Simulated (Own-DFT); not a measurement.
# Computed records: GaP (zincblende, strongly disordered by large displacements)

All values are calculated (Own-DFT development build). A calculation, not a measurement: plane-wave PBE density functional theory by an unreviewed code, no spin, of a simulated periodic cell, stress positive in tension, free energy of the whole cell less one offset for each atom, forces on such cells passed a denser k mesh, this cell's mesh not checked; broken bonds can close the gap or carry spin, so checks made on this kind of crystal may not hold here; offsets are fitted by least squares, one for each functional and potential file, so energies compare only between cells with the same atoms and settings and are not formation energies; the far tail of each file's local potential was reset to the Coulomb form; each entry is a single point on an unrelaxed cell, so the pressure reflects the starting lattice, mostly measured values (interpolated for alloys), from which strain is counted, and rises with the displacements; printed positions are rounded, which can move forces by about a meV/angstrom; the program, named Own-DFT, is a retired in-house code; no spin-orbit coupling.

Entry: GaP (zincblende, strongly disordered by large displacements)

```
CELL_PARAMETERS angstrom
10.90100 0.00000 0.00000
0.00000 10.90100 0.00000
0.00000 0.00000 10.90100
ATOMIC_POSITIONS crystal
Ga 0.00488 0.98540 0.97550
Ga 0.98334 0.24278 0.28312
Ga 0.25757 0.01604 0.23415
Ga 0.26237 0.23748 0.98631
P 0.13052 0.10464 0.12733
P 0.11472 0.40171 0.38249
P 0.37804 0.15920 0.38532
P 0.39695 0.37841 0.12166
Ga 0.00135 0.99312 0.49989
Ga 0.00630 0.27019 0.73044
Ga 0.22172 0.01838 0.73597
Ga 0.21905 0.27707 0.47637
P 0.10203 0.12232 0.62769
P 0.10215 0.38773 0.87431
P 0.34892 0.10470 0.88054
P 0.36148 0.35994 0.62312
Ga 0.03591 0.50046 0.00594
Ga 0.98776 0.78896 0.23721
Ga 0.24987 0.48414 0.26041
Ga 0.26418 0.76580 0.00108
P 0.12891 0.61515 0.11440
P 0.11078 0.88033 0.33689
P 0.36543 0.61869 0.34293
P 0.33590 0.86680 0.12796
Ga 0.01425 0.49295 0.49084
Ga 0.99231 0.75223 0.76675
Ga 0.26783 0.54926 0.74870
Ga 0.20767 0.73973 0.49937
P 0.10713 0.62144 0.63628
P 0.12372 0.84246 0.89464
P 0.36308 0.61737 0.87290
P 0.34765 0.87726 0.63253
Ga 0.47086 0.00139 0.97533
Ga 0.48777 0.25823 0.24668
Ga 0.73971 0.02314 0.25133
Ga 0.74845 0.25587 0.97109
P 0.62582 0.14008 0.14198
P 0.64071 0.37789 0.37762
P 0.85650 0.11059 0.39581
P 0.89998 0.36742 0.11749
Ga 0.48968 0.97447 0.51609
Ga 0.48920 0.23631 0.73373
Ga 0.76913 0.02414 0.72658
Ga 0.72265 0.25147 0.48847
P 0.62997 0.11515 0.64695
P 0.63396 0.36562 0.89390
P 0.90147 0.12880 0.84307
P 0.87856 0.37947 0.63049
Ga 0.47228 0.51328 0.97878
Ga 0.47998 0.77287 0.23743
Ga 0.73712 0.49902 0.22603
Ga 0.75480 0.75189 0.00572
P 0.59229 0.61932 0.13444
P 0.61849 0.87859 0.38462
P 0.91049 0.62425 0.38073
P 0.89430 0.90628 0.15222
Ga 0.49861 0.49353 0.50915
Ga 0.52102 0.77271 0.76150
Ga 0.75878 0.46051 0.73871
Ga 0.73915 0.72941 0.51446
P 0.59561 0.64887 0.62323
P 0.64233 0.85997 0.87531
P 0.88913 0.62607 0.89178
P 0.85966 0.90376 0.62435
```

| Property | Result |
| --- | --- |
| functional | PBE |
| potential files | PseudoDojo norm-conserving, scalar-relativistic, standard set |
| wave cutoff | 42 hartree |
| occupations | Fermi-Dirac |
| smearing width | 0.1 eV |
| hardware | one NVIDIA H100 |
| k mesh | 3 x 3 x 3 centred on Gamma |
| free energy of cell above offsets | 0.541 eV |
| pressure | 10.83 GPa |
| stress xx | -10.89 GPa |
| stress yy | -10.48 GPa |
| stress zz | -11.12 GPa |
| stress yz | -0.98 GPa |
| stress xz | -4.32 GPa |
| stress xy | 4.64 GPa |
| wall time | 552.2 s |

Force:
| element | x (eV/Å) | y (eV/Å) | z (eV/Å) |
| --- | --- | --- | --- |
| Ga | -0.363 | 1.499 | 1.512 |
| Ga | 0.342 | 0.059 | -1.769 |
| Ga | 1.545 | 0.057 | 3.896 |
| Ga | -2.696 | 3.316 | 3.035 |
| P | -3.053 | 3.754 | -2.577 |
| P | 1.74 | -4.398 | -6.516 |
| P | -1.2 | -2.528 | 0.391 |
| P | -3.274 | 0.262 | -1.45 |
| Ga | -0.087 | -0.69 | -1.255 |
| Ga | 0.772 | -0.361 | 1.79 |
| Ga | 1.732 | -2.799 | 2.002 |
| Ga | 2.952 | -3.836 | 2.909 |
| P | 0.319 | 2.233 | -2.955 |
| P | 4.515 | -2.99 | -3.213 |
| P | -0.27 | 1.431 | -4.999 |
| P | -0.238 | 1.979 | 0.191 |
| Ga | -4.88 | -0.325 | 0.115 |
| Ga | 1.816 | -10.45 | 1.9 |
| Ga | 0.044 | 0.373 | -3.577 |
| Ga | -1.924 | -6.239 | -2.871 |
| P | 2.859 | 3.827 | 3.923 |
| P | 4.804 | 2.687 | 5.804 |
| P | 1.075 | 1.511 | 3.803 |
| P | 5.03 | 3.852 | 2.87 |
| Ga | -5.159 | 4.17 | 6.625 |
| Ga | -0.993 | 0.291 | -1.516 |
| Ga | -5.98 | -6.199 | -7.038 |
| Ga | 1.573 | 0.939 | -1.829 |
| P | -0.03 | 0.133 | 0.063 |
| P | -0.709 | 2.507 | -3.019 |
| P | 3.868 | 7.685 | 4.138 |
| P | -0.029 | -0.906 | 0.241 |
| Ga | 4.318 | -3.229 | 3.602 |
| Ga | 2.258 | -0.26 | 1.175 |
| Ga | 0.253 | -2.247 | 0.881 |
| Ga | 5.971 | -5.267 | 4.736 |
| P | -1.166 | 0.325 | -3.359 |
| P | -3.036 | 2.795 | -2.058 |
| P | 0.797 | 1.512 | 0.349 |
| P | -1.855 | 0.051 | 0.439 |
| Ga | 0.107 | 1.856 | -0.15 |
| Ga | -0.068 | 0.25 | 2.006 |
| Ga | 0.117 | 0.295 | 5.326 |
| Ga | 2.473 | -2.748 | 3.339 |
| P | -4.127 | 2.172 | -3.868 |
| P | -6.104 | 5.096 | -4.999 |
| P | -1.264 | 0.036 | 2.744 |
| P | 1.8 | -1.799 | -6.165 |
| Ga | 4.26 | -2.945 | 3.263 |
| Ga | 1.289 | -0.851 | 1.415 |
| Ga | 2.191 | -0.536 | 0.584 |
| Ga | 0.595 | -1.068 | 1.893 |
| P | 1.006 | 1.305 | -1.55 |
| P | 0.326 | -0.703 | -1.481 |
| P | -3.484 | 1.985 | -1.422 |
| P | -6.879 | 5.156 | -6.571 |
| Ga | -0.651 | 0.268 | -1.236 |
| Ga | -4.051 | -1.306 | -1.446 |
| Ga | -4.115 | 4.448 | 4.656 |
| Ga | 2.568 | 1.585 | -1.89 |
| P | 0.314 | -3.37 | 0.387 |
| P | 0.824 | 4.401 | 1.559 |
| P | -1.692 | -1.324 | -0.209 |
| P | 2.929 | -6.729 | -2.571 |
